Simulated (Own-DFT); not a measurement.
# Response to strain: hcp Ru, 36 atoms (Ru36)

Calculated results; nothing here was measured. They come from Own-DFT, an in-house plane-wave density functional program, since retired, whose code no person has reviewed. Each row is one single-point run on a periodic cell that was not relaxed, without spin or spin-orbit coupling.

Settings of every run: PBE; PseudoDojo norm-conserving scalar-relativistic files; cutoff 50 hartree; 5 x 5 x 4 k mesh centred on Gamma; cold (Marzari-Vanderbilt) smearing of 0.2 eV.

Known limits: forces on such cells failed a check on a denser k mesh; stress not checked against mesh or cutoff.

Unstrained cell vectors in Å: (8.118, 0.000, 0.000); (-4.059, 7.030, 0.000); (0.000, 0.000, 8.563). The unstrained cell has measured lattice constants (interpolated for alloys), not those of this functional. That, the random moves and any unrelaxed bonds set the pressure at no strain. Each run strains this cell uniformly, with the atoms carried along. Every atom was also moved at random, by a Gaussian of width 0.05 Å on each axis. Strain is the symmetric tensor, in per cent. Stress is positive in tension, and the pressure is minus a third of its trace.

```
run,e_xx (%),e_yy (%),e_zz (%),e_yz (%),e_xz (%),e_xy (%),s_xx (GPa),s_yy (GPa),s_zz (GPa),s_yz (GPa),s_xz (GPa),s_xy (GPa),P (GPa),E (meV/atom)
1,1.09,-1.98,1.09,-1.50,0.44,-1.23,-3.05,-17.45,-2.26,-5.61,1.56,-5.86,7.59,32.8
2,-0.02,-1.92,0.30,1.13,1.28,-0.12,-11.51,-19.50,-9.65,4.35,4.78,-0.44,13.56,30.0
3,-0.70,0.46,0.90,-0.67,1.40,0.37,-8.96,-4.14,-1.84,-2.86,5.28,1.81,4.98,2.4
4,0.76,-0.44,0.90,1.07,0.02,1.66,-3.11,-7.39,-0.76,4.07,-0.35,7.28,3.75,14.6
5,0.85,0.86,-1.94,0.99,-0.25,0.00,-5.25,-4.87,-17.80,4.04,-0.68,0.36,9.31,25.1
6,-1.50,1.02,-0.35,1.61,1.34,0.07,-16.61,-5.12,-11.51,6.46,5.44,0.39,11.08,30.5
7,-1.99,0.28,-1.13,1.32,-1.41,1.51,-23.44,-12.95,-20.34,6.00,-6.56,7.05,18.91,60.5
8,0.71,1.55,0.86,0.21,-1.97,0.73,-0.43,3.74,0.86,1.02,-6.07,2.59,-1.39,22.1
9,1.94,-1.17,1.44,1.52,-0.02,-0.93,3.04,-7.64,3.03,4.78,-0.17,-4.13,0.53,14.2
10,1.14,0.32,-1.70,1.00,-0.69,1.35,-3.50,-7.85,-16.56,3.86,-2.75,5.27,9.30,28.9
11,1.03,1.95,-0.85,0.47,-0.35,-1.42,0.32,3.52,-7.70,1.56,-1.54,-4.50,1.29,9.4
12,-0.99,-0.94,0.27,-0.98,-1.04,0.13,-15.17,-14.74,-9.98,-4.03,-4.09,0.84,13.30,22.9
13,-1.91,0.44,0.19,0.96,-0.96,0.12,-18.95,-7.53,-9.18,3.51,-4.26,0.84,11.88,19.7
14,1.99,-0.32,-1.83,-1.28,-1.00,-0.25,-1.00,-9.02,-17.56,-5.35,-3.85,-0.69,9.19,25.2
15,1.03,-0.26,1.21,-0.06,-0.52,-0.72,0.48,-4.56,1.88,-0.12,-1.79,-2.80,0.74,0.0
16,0.17,0.95,-0.44,0.91,1.06,-1.60,?,?,?,?,?,?,?,?
```

E is the free energy for each atom above the lowest run shown.

## Worked fit

Each stress component was fitted by least squares to a constant and the strains of the runs shown, as fractions, with shears doubled. Shear strains stay in the fit of a normal stress only where such slopes are resolved. The slopes, in GPa:

```
stress,at no strain,per e_xx,per e_yy,per e_zz,scatter
s_xx,-8.4,612 ± 16,187 ± 20,197 ± 19,0.76
s_yy,-8.0,185 ± 17,612 ± 22,205 ± 21,0.85
s_zz,-8.1,198 ± 13,187 ± 16,682 ± 16,0.63
```

Each shear stress against twice its own strain: yz 191 ± 7, xz 193 ± 8, xy 200 ± 9 GPa. These are stiffnesses along x, y and z of the frame in which the cell vectors are given, which need not be the crystal's axes. The atoms are held to the strained lattice; where symmetry lets them move under strain, relaxing them would lower some slopes. The table should be nearly symmetric about its diagonal, and what it lacks of that shows the noise. A ninth of its sum, 341 ± 10 GPa, estimates the bulk modulus near the mean pressure of these runs, 7.6 GPa, so it lies above the value at zero pressure.

## Withheld run

Question: what normal stresses and pressure should run 16 give?

The fit gives s_xx = -6.5, s_yy = -2.7, s_zz = -9.0 and P = 6.1 GPa. The calculation gave -7.32, -3.18, -9.27 and P = 6.59 GPa.
